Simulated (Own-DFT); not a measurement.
Simulation results for GaP (zincblende, strained, atoms displaced), Si₃N₄ (beta silicon nitride, strained, atoms displaced), GaN (wurtzite, strained, atoms displaced)

All values are calculated (Own-DFT development build). A calculation, not a measurement: plane-wave PBE density functional theory by an unreviewed code, no spin, of a simulated periodic cell, stress positive in tension, free energy of the whole cell less one offset for each atom, forces on such cells passed a denser k mesh, this cell's mesh not checked; offsets are fitted by least squares, one for each functional and potential file, so energies compare only between cells with the same atoms and settings and are not formation energies; the far tail of each file's local potential was reset to the Coulomb form; each entry is a single point on an unrelaxed cell, so the pressure reflects the starting lattice, mostly measured values (interpolated for alloys), from which strain is counted, and rises with the displacements; printed positions are rounded, which can move forces by about a meV/angstrom; the program, named Own-DFT, is a retired in-house code; no spin-orbit coupling.

Common to all runs: functional PBE.

(1) GaP (zincblende, strained, atoms displaced)

```
GaP
1.0
     10.8620     0.0000     0.0000
      0.0000    10.8620     0.0000
      0.0000     0.0000    10.9361
Ga P Ga P Ga P Ga P Ga P Ga P Ga P Ga P
4 4 4 4 4 4 4 4 4 4 4 4 4 4 4 4
Direct
  0.00643 0.99046 0.99078
  0.00867 0.25393 0.25305
  0.24484 0.00392 0.25313
  0.25013 0.24229 0.00846
  0.12006 0.11832 0.11915
  0.12639 0.36878 0.37737
  0.36931 0.13189 0.37303
  0.35982 0.37818 0.12373
  0.99750 0.00288 0.50466
  0.00054 0.24979 0.74958
  0.25562 0.99811 0.75060
  0.24726 0.24246 0.50215
  0.12721 0.12502 0.62901
  0.13081 0.36965 0.86611
  0.38664 0.12018 0.87496
  0.37462 0.38359 0.62663
  0.00832 0.50779 0.99390
  0.99854 0.75428 0.24382
  0.25063 0.49940 0.24778
  0.25674 0.74578 0.00200
  0.11888 0.63234 0.12258
  0.12402 0.87995 0.37691
  0.37741 0.63199 0.37108
  0.36176 0.86746 0.12865
  0.99657 0.49911 0.50439
  0.99652 0.74241 0.74826
  0.24063 0.49580 0.74889
  0.24592 0.75282 0.49583
  0.11992 0.62887 0.62585
  0.13149 0.87361 0.88266
  0.36990 0.62964 0.87077
  0.37356 0.87294 0.63067
  0.49905 0.00161 0.99737
  0.49910 0.25312 0.25024
  0.74424 0.00126 0.25155
  0.74277 0.26341 0.99797
  0.61929 0.12063 0.11759
  0.62313 0.36842 0.37870
  0.87997 0.11884 0.38270
  0.87178 0.36904 0.12684
  0.49916 0.01141 0.50641
  0.49795 0.24622 0.75141
  0.75185 0.99885 0.74965
  0.75233 0.25517 0.50511
  0.62482 0.12863 0.63035
  0.62739 0.37268 0.88616
  0.87431 0.12755 0.87497
  0.87537 0.37612 0.63281
  0.49971 0.50242 0.00143
  0.49721 0.75194 0.24856
  0.75202 0.50101 0.26230
  0.75284 0.75399 0.00190
  0.62254 0.62050 0.11975
  0.63200 0.87348 0.38000
  0.88923 0.62191 0.37934
  0.87444 0.87205 0.11640
  0.50360 0.49929 0.49380
  0.50274 0.74711 0.76290
  0.75680 0.50017 0.75051
  0.74238 0.74449 0.49613
  0.61862 0.62018 0.63650
  0.62741 0.87418 0.87822
  0.87599 0.62438 0.87646
  0.88505 0.87349 0.61745
```

* potential files: PseudoDojo norm-conserving, scalar-relativistic, standard set
* wave cutoff: 42 hartree
* occupations: Fermi-Dirac
* smearing width: 0.1 eV
* k mesh: 3 x 3 x 3 centred on Gamma
* free energy of cell above offsets: -32.546 eV
* pressure: 3.77 GPa
* stress xx: -3.87 GPa
* stress yy: -3.95 GPa
* stress zz: -3.48 GPa
* stress yz: -0.03 GPa
* stress xz: -0.41 GPa
* stress xy: 0.16 GPa

Force:
| element | x (eV/Å) | y (eV/Å) | z (eV/Å) |
| --- | --- | --- | --- |
| Ga | -1.25 | 0.987 | 0.461 |
| Ga | -1.138 | -1.006 | -0.625 |
| Ga | 0.159 | -0.219 | -0.38 |
| Ga | 0.011 | -0.143 | -1.321 |
| P | -0.061 | 0.303 | 0.761 |
| P | 0.306 | 1.236 | 0.518 |
| P | 0.827 | -0.745 | 0.032 |
| P | 1.96 | -0.323 | -0.162 |
| Ga | 1.179 | -0.142 | 0.001 |
| Ga | -0.086 | -0.407 | 0.159 |
| Ga | -0.47 | 0.139 | 0.522 |
| Ga | 0.358 | 1.059 | 0.494 |
| P | -0.22 | -0.414 | 0.109 |
| P | -0.583 | -0.225 | 1.742 |
| P | -1.807 | 0.674 | 0.014 |
| P | 0.062 | -1.028 | -0.394 |
| Ga | -0.476 | -1.393 | 0.287 |
| Ga | -0.001 | 0.279 | 0.696 |
| Ga | -0.97 | 0.908 | 0.76 |
| Ga | -0.937 | -0.11 | -0.187 |
| P | 1.051 | -0.82 | 0.321 |
| P | -0.532 | -0.149 | -0.266 |
| P | -0.465 | -0.982 | 0.542 |
| P | 1.524 | 1.559 | 0.193 |
| Ga | 0.917 | -0.696 | 0.251 |
| Ga | 0.234 | 1.242 | 0.58 |
| Ga | 0.847 | 1.088 | -0.552 |
| Ga | 0.377 | -0.1 | 0.502 |
| P | 0.789 | -0.704 | -0.522 |
| P | 0.269 | -0.905 | -1.713 |
| P | 0.085 | -1.428 | 0.451 |
| P | 0.716 | -0.219 | -0.735 |
| Ga | -0.239 | -1.595 | 0.745 |
| Ga | -0.43 | -0.239 | -0.795 |
| Ga | 0.737 | 0.012 | -0.358 |
| Ga | 1.628 | -2.431 | 1.395 |
| P | 0.607 | 0.967 | 1.083 |
| P | 0.479 | 0.523 | -0.299 |
| P | -0.855 | 1.34 | -1.127 |
| P | 0.769 | 1.066 | 0.25 |
| Ga | -0.312 | -0.926 | -0.455 |
| Ga | 0.265 | 1.26 | 0.016 |
| Ga | 0.424 | -0.224 | -0.254 |
| Ga | 0.185 | -0.821 | -0.044 |
| P | 0.528 | -0.008 | -0.289 |
| P | -1.66 | 1.567 | -2.547 |
| P | -0.045 | -0.133 | 0.302 |
| P | 0.176 | -0.19 | -0.788 |
| Ga | -0.996 | -0.386 | -0.487 |
| Ga | 0.831 | 0.312 | -0.328 |
| Ga | 0.077 | -0.189 | -0.929 |
| Ga | -0.659 | -1.095 | -0.415 |
| P | 0.745 | 0.79 | 1.298 |
| P | -1.632 | 0.611 | -0.61 |
| P | -1.589 | 0.828 | -0.657 |
| P | 0.135 | 1.17 | 1.215 |
| Ga | -0.628 | 0.414 | 0.621 |
| Ga | -0.21 | 0.669 | -0.868 |
| Ga | -0.94 | -0.006 | 0.771 |
| Ga | 1.188 | -0.559 | 1.113 |
| P | 0.669 | 0.135 | -1.051 |
| P | 0.102 | 0.236 | -0.107 |
| P | -0.326 | 0.231 | -0.018 |
| P | -1.698 | -0.643 | 1.075 |

(2) Si₃N₄ (beta silicon nitride, strained, atoms displaced)

```
Si3N4
1.0
      7.7574     0.0057     0.0198
     -3.8737     6.5644     0.0691
      0.0228     0.1047     8.7647
Si N Si N Si N
6 8 6 8 6 8
Direct
  0.17022 0.76858 0.08262
  0.22091 0.40680 0.07682
  0.59528 0.84327 0.07125
  0.82998 0.24067 0.24543
  0.76749 0.57794 0.24823
  0.39636 0.17233 0.25215
  0.34088 0.02570 0.08294
  0.96920 0.31058 0.08594
  0.69922 0.66625 0.09227
  0.66866 0.98321 0.25500
  0.02364 0.69399 0.24601
  0.31098 0.35437 0.24901
  0.33215 0.66589 0.08556
  0.66045 0.31889 0.25879
  0.16383 0.76382 0.41011
  0.22182 0.39668 0.42640
  0.60322 0.84308 0.41950
  0.82351 0.22725 0.57621
  0.76907 0.59872 0.58244
  0.40272 0.17226 0.59305
  0.32936 0.03865 0.41351
  0.95799 0.30281 0.41164
  0.68438 0.66236 0.41255
  0.67086 0.97315 0.58566
  0.02498 0.68885 0.58351
  0.30151 0.32799 0.58383
  0.32588 0.66345 0.41054
  0.66568 0.34707 0.58368
  0.18659 0.77522 0.75607
  0.23560 0.39286 0.74961
  0.59541 0.81825 0.74268
  0.83591 0.22225 0.91518
  0.77270 0.60157 0.91613
  0.40061 0.17811 0.91994
  0.32009 0.02096 0.75028
  0.98184 0.30629 0.74080
  0.70925 0.67559 0.74631
  0.65689 0.95236 0.90886
  0.01406 0.69261 0.91152
  0.29573 0.32987 0.90927
  0.33247 0.67202 0.74873
  0.65835 0.32702 0.92347
```

- potential files: PseudoDojo norm-conserving, scalar-relativistic, standard set
- wave cutoff: 42 hartree
- occupations: Fermi-Dirac
- smearing width: 0.1 eV
- k mesh: 3 x 3 x 3 centred on Gamma
- free energy of cell above offsets: -2.713 eV
- pressure: 2.51 GPa
- stress xx: 3.14 GPa
- stress yy: -5.51 GPa
- stress zz: -5.17 GPa
- stress yz: 6.14 GPa
- stress xz: 0.77 GPa
- stress xy: -0.75 GPa

Force:
| element | x (eV/Å) | y (eV/Å) | z (eV/Å) |
| --- | --- | --- | --- |
| Si | 0.51 | -1.308 | -0.914 |
| Si | 2.47 | 1.192 | 1.89 |
| Si | 0.599 | -5.041 | 7.13 |
| Si | -1.767 | -1.222 | 1.668 |
| Si | -2.861 | 1.192 | 1.26 |
| Si | 0.477 | 2.177 | -1.456 |
| N | -1.423 | 0.716 | 0.42 |
| N | 0.599 | -0.82 | -2.723 |
| N | -0.983 | 1.252 | -2.765 |
| N | 0.562 | -0.941 | -2.874 |
| N | 0.329 | 0.273 | 0.216 |
| N | 0.291 | -2.755 | -0.43 |
| N | -1.045 | 1.286 | -1.072 |
| N | -0.752 | 1.33 | -0.775 |
| Si | 1.539 | 0.279 | 1.935 |
| Si | -0.399 | 2.31 | -3.151 |
| Si | -0.954 | -4.206 | -1.821 |
| Si | -1.816 | 2.997 | 1.751 |
| Si | 0.365 | 1.103 | -1.472 |
| Si | 1.388 | 0.879 | -3.341 |
| N | -0.523 | -2.389 | 2.658 |
| N | 2.619 | 0.448 | 0.489 |
| N | 1.296 | 0.729 | 0.856 |
| N | -0.057 | -0.16 | -0.446 |
| N | 0.633 | 1.303 | 0.091 |
| N | -0.114 | -0.5 | 0.657 |
| N | 0.3 | 1.155 | 0.953 |
| N | 1.175 | -4.337 | 0.506 |
| Si | -2.779 | -4.475 | -1.916 |
| Si | -3.11 | 3.368 | -2.539 |
| Si | -1.132 | -1.089 | 0.779 |
| Si | -3.066 | 1.245 | -1.39 |
| Si | -2.293 | -2.2 | 1.306 |
| Si | 1.986 | -0.684 | -0.472 |
| N | 0.165 | 3.815 | 1.741 |
| N | -1.352 | -1.715 | 1.175 |
| N | -1.129 | 0.325 | 0.74 |
| N | 1.131 | 4.629 | -2.635 |
| N | 4.424 | 2.239 | 1.224 |
| N | 0.677 | -0.984 | 3.353 |
| N | 2.535 | -1.82 | 0.068 |
| N | 1.483 | 0.405 | -0.677 |

(3) GaN (wurtzite, strained, atoms displaced)

```
GaN
1.0
     12.7560     0.0000     0.0319
     -4.7835     8.2853    -0.0120
      0.0259     0.0000    10.3700
Ga N Ga N Ga N Ga N Ga N Ga N Ga N Ga N Ga N Ga N Ga N Ga N Ga N Ga N Ga N Ga N Ga N Ga N Ga N Ga N Ga N Ga N Ga N Ga N
2 2 2 2 2 2 2 2 2 2 2 2 2 2 2 2 2 2 2 2 2 2 2 2 2 2 2 2 2 2 2 2 2 2 2 2 2 2 2 2 2 2 2 2 2 2 2 2
Direct
  0.07862 0.21248 0.00725
  0.16481 0.11592 0.24834
  0.07742 0.21136 0.19393
  0.16439 0.11611 0.43083
  0.08836 0.21757 0.49817
  0.17230 0.11616 0.75309
  0.09851 0.23358 0.69297
  0.16020 0.11132 0.93495
  0.08635 0.55711 0.00403
  0.16792 0.44733 0.25906
  0.08717 0.56605 0.18609
  0.16702 0.44029 0.43865
  0.08426 0.55842 0.49120
  0.15630 0.44509 0.74503
  0.08673 0.55338 0.69110
  0.16487 0.44465 0.94197
  0.08068 0.88223 0.99916
  0.16169 0.77249 0.25074
  0.08445 0.88232 0.18924
  0.16344 0.77689 0.43410
  0.07919 0.89353 0.50211
  0.16606 0.77704 0.75224
  0.08589 0.88801 0.67906
  0.16976 0.78053 0.93552
  0.33110 0.21977 0.00493
  0.41565 0.10376 0.24895
  0.33695 0.23321 0.19157
  0.42373 0.11418 0.44425
  0.33441 0.23100 0.49779
  0.41146 0.10899 0.75083
  0.33359 0.22913 0.69747
  0.42356 0.11637 0.94212
  0.33289 0.55689 0.99272
  0.42211 0.43925 0.24916
  0.33929 0.55407 0.19059
  0.42269 0.45462 0.44061
  0.34459 0.57245 0.50007
  0.41017 0.44972 0.75796
  0.33767 0.55821 0.68351
  0.41580 0.44254 0.93267
  0.33491 0.89234 0.00484
  0.41332 0.77154 0.25161
  0.33058 0.89508 0.18424
  0.40614 0.77359 0.44347
  0.33370 0.89449 0.50261
  0.41256 0.77558 0.75301
  0.33579 0.88898 0.68639
  0.41646 0.78053 0.94216
  0.58566 0.23207 0.00507
  0.66536 0.09904 0.23932
  0.58923 0.22676 0.19040
  0.67315 0.10669 0.43699
  0.58610 0.22708 0.48923
  0.67058 0.10969 0.75194
  0.58476 0.21963 0.68622
  0.66947 0.10878 0.93202
  0.58322 0.55370 0.99763
  0.66394 0.43950 0.25013
  0.59198 0.56486 0.18662
  0.66882 0.45443 0.43842
  0.57123 0.54465 0.49893
  0.66804 0.45024 0.74374
  0.58344 0.55308 0.68865
  0.67224 0.44881 0.93978
  0.58003 0.90070 0.00202
  0.67163 0.78631 0.25339
  0.58486 0.88709 0.18263
  0.66770 0.78070 0.43259
  0.58032 0.88927 0.50326
  0.66508 0.77711 0.74540
  0.58524 0.88255 0.69182
  0.67367 0.77588 0.93481
  0.83714 0.23131 0.00434
  0.92161 0.11689 0.24315
  0.83280 0.21632 0.19599
  0.91096 0.11265 0.45206
  0.83470 0.21911 0.49833
  0.93049 0.11390 0.75480
  0.83334 0.21992 0.68637
  0.91710 0.11184 0.92625
  0.84184 0.56214 0.99779
  0.91889 0.45071 0.25268
  0.83202 0.55102 0.19264
  0.91652 0.44348 0.44713
  0.83411 0.55969 0.50293
  0.92283 0.44762 0.75657
  0.83599 0.56329 0.68291
  0.91331 0.44602 0.93785
  0.84045 0.89413 0.00417
  0.92214 0.77785 0.25498
  0.83589 0.88845 0.19129
  0.92158 0.77913 0.43414
  0.83885 0.89477 0.50111
  0.92213 0.78418 0.76254
  0.83567 0.88530 0.68677
  0.92224 0.77213 0.93718
```

- potential files: PseudoDojo norm-conserving, scalar-relativistic, standard set with the stringent files for Ga
- wave cutoff: 96 hartree
- occupations: Gaussian
- smearing width: 0.01 eV
- k mesh: 3 x 4 x 3 centred on Gamma
- free energy of cell above offsets: -4.045 eV
- pressure: 7.27 GPa
- stress xx: -6.36 GPa
- stress yy: -6.92 GPa
- stress zz: -8.52 GPa
- stress yz: 0.14 GPa
- stress xz: 0 GPa
- stress xy: 0.82 GPa

Force:
| element | x (eV/Å) | y (eV/Å) | z (eV/Å) |
| --- | --- | --- | --- |
| Ga | -0.445 | 1.365 | -1.09 |
| Ga | 1.542 | -1.264 | -0.238 |
| N | 0.856 | 2.444 | -1.13 |
| N | 2.108 | -0.861 | 0.68 |
| Ga | -2.601 | 1.116 | 1.248 |
| Ga | -0.307 | -0.792 | -0.603 |
| N | -0.961 | -1.409 | -1.255 |
| N | 1.42 | -0.762 | 1.533 |
| Ga | -0.333 | 0.087 | -0.981 |
| Ga | 0.531 | 0.012 | -1.685 |
| N | 0.378 | -2.299 | 0.629 |
| N | 0.166 | 0.7 | 0.794 |
| Ga | 0.162 | -0.528 | 1.382 |
| Ga | 3.572 | -0.235 | 1.476 |
| N | -2.288 | 1.799 | -1.427 |
| N | 0.123 | -0.608 | -0.342 |
| Ga | 0.999 | 1.086 | 0.571 |
| Ga | 0.778 | 1.632 | 0.303 |
| N | -0.658 | 1.513 | -0.722 |
| N | 0.34 | 0.941 | 0.829 |
| Ga | 1.168 | -0.294 | -1.3 |
| Ga | 0.348 | 0.172 | -1.036 |
| N | -0.084 | 0.637 | 2.444 |
| N | -0.076 | -0.142 | 0.663 |
| Ga | 0.045 | 0.252 | -0.977 |
| Ga | -0.041 | 1.519 | 0.674 |
| N | 0.095 | -2.651 | -0.385 |
| N | -2.089 | -0.151 | -1.432 |
| Ga | 0.309 | -0.626 | 0.858 |
| Ga | 1.453 | 0.976 | -0.127 |
| N | 0.732 | -0.374 | -1.637 |
| N | -1.237 | -0.497 | -0.083 |
| Ga | 0.241 | -0.337 | 1.276 |
| Ga | -0.066 | 2.744 | 0.358 |
| N | -1.037 | -0.369 | -0.438 |
| N | -2.59 | -2.056 | -1.507 |
| Ga | -0.828 | -3.201 | 0.599 |
| Ga | 1.729 | -0.147 | -2.07 |
| N | -1.532 | 0.234 | 0.843 |
| N | -0.206 | -0.039 | 2.486 |
| Ga | -0.171 | 0.158 | -1.35 |
| Ga | 0.071 | 0.682 | -0.221 |
| N | 0.755 | -1.461 | 1.354 |
| N | 1.059 | 2.647 | -1.711 |
| Ga | -0.739 | -0.403 | -0.26 |
| Ga | 0.974 | 0.406 | -0.273 |
| N | -0.863 | -0.063 | 0.735 |
| N | -0.258 | -0.165 | -0.457 |
| Ga | 1.048 | -0.19 | -1.199 |
| Ga | -0.404 | 1.377 | 2.11 |
| N | -0.532 | -1.592 | 0.023 |
| N | -1.923 | 0.14 | -0.916 |
| Ga | 1.842 | 0.133 | 1.709 |
| Ga | -0.475 | 0.257 | -1.371 |
| N | -0.433 | 0.121 | -0.097 |
| N | -0.455 | 1.35 | 2.093 |
| Ga | 0.343 | 0.929 | -0.027 |
| Ga | 0.236 | 1.691 | 0.306 |
| N | -0.624 | -1.012 | 0.143 |
| N | 0.133 | -0.848 | -0.267 |
| Ga | 3.499 | 2.872 | 1.34 |
| Ga | 0.739 | -1.092 | 0.625 |
| N | -1.271 | 0.125 | -0.35 |
| N | -0.012 | -0.004 | -0.42 |
| Ga | 1.938 | -1.526 | -1.244 |
| Ga | 0.142 | -0.901 | -0.877 |
| N | -0.94 | -0.801 | 0.785 |
| N | -0.276 | -0.411 | 1.788 |
| Ga | 0.791 | 0.04 | -0.161 |
| Ga | 1.554 | -0.448 | 0.881 |
| N | -1.803 | 0.718 | -0.551 |
| N | -0.895 | 0.549 | 0.562 |
| Ga | -0.166 | -1.358 | -0.674 |
| Ga | -1.58 | -1.971 | 2.529 |
| N | 0.101 | 1.482 | -1.422 |
| N | 3.522 | -0.261 | -2.416 |
| Ga | -1.485 | 1.125 | 1.336 |
| Ga | -1.577 | -0.333 | -3.464 |
| N | 1.085 | 0.668 | 0.91 |
| N | 0.083 | 0.237 | 4.14 |
| Ga | -1.851 | -1.246 | 1.371 |
| Ga | -0.087 | -0.843 | 0.662 |
| N | 0.253 | 0.738 | -0.775 |
| N | -0.09 | 0.341 | -1.435 |
| Ga | 0.086 | -0.08 | -0.591 |
| Ga | -1.46 | -0.866 | -2.12 |
| N | 0.78 | -0.125 | 1.961 |
| N | 1.8 | 0.076 | 0.795 |
| Ga | -1.111 | -0.923 | -0.768 |
| Ga | -0.962 | -0.461 | -1.082 |
| N | 0.62 | 0.597 | -0.337 |
| N | -0.932 | 0.154 | 0.958 |
| Ga | -0.696 | -1.194 | -0.079 |
| Ga | -0.526 | -0.631 | -3.459 |
| N | 0.384 | 0.694 | 0.687 |
| N | -0.951 | 1.315 | 1.389 |
